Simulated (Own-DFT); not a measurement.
# Misfit strain and the stress it brings: wurtzite AlN, 72 atoms (Al36N36)

No measurement is shown. These are fixed-geometry runs of a retired plane-wave code named Own-DFT, which no person has reviewed; spin and spin-orbit coupling are neglected.

All runs used: PBE; PseudoDojo norm-conserving scalar-relativistic files; cutoff 42 hartree; 3 x 3 x 2 k mesh centred on Gamma; Fermi-Dirac smearing of 0.1 eV.

Limits: forces on such cells moved up to 12 meV/angstrom on a denser k mesh; stress not checked against mesh or cutoff.

Unstrained cell vectors in Å: (9.336, 0.000, 0.000); (-4.668, 8.085, 0.000); (0.000, 0.000, 9.964). The unstrained cell has measured lattice constants (interpolated for alloys), not those of this functional. That, the random moves and any unrelaxed bonds set the pressure at no strain. Each run strains x and y alike by e, as a substrate would, and holds the height along z. Each atom got a random Gaussian move of width 0.05 Å along each axis. Stress is positive in tension.

```
e (%),u (Å),(s_xx + s_yy)/2 (GPa),s_zz (GPa)
-2.75,0.055,-24.44,-10.31
-2.50,0.049,-21.66,-9.92
-1.75,0.048,-15.93,-8.45
-1.50,0.051,-14.81,-8.34
-1.25,0.052,-12.20,-10.61
-1.00,0.048,-11.69,-7.15
0.75,0.047,-1.70,-3.54
2.25,0.052,?,?
2.75,0.050,8.38,-1.65
3.00,0.053,9.32,-1.76
```

## Analysis

With e as a fraction, the in-plane stress is -5.2 + 582 e - 3373 e² GPa (errors 10 and 660, scatter 0.58), and s_zz is -6.1 + 161 e GPa (slope ± 19, scatter 1.13). At e = 0 the first slope is C11 + C12 and the second 2 C13, both with the ions held to the strained lattice and at the cell's own pressure. The term in e² is negative: the layer stiffens under compression and softens under tension. A free layer would change its height as e changes, and the in-plane slope would drop by 2 C13²/C33 to the biaxial modulus. At fixed height, a misfit of 1 % moves the in-plane stress by about 5.8 GPa and s_zz by 1.6 GPa.

## Prediction

The question: what are the two stresses at e = 2.25 %?

The fitted form gives 6.2 and -2.5 GPa. The run itself gave 5.65 and -2.76 GPa.
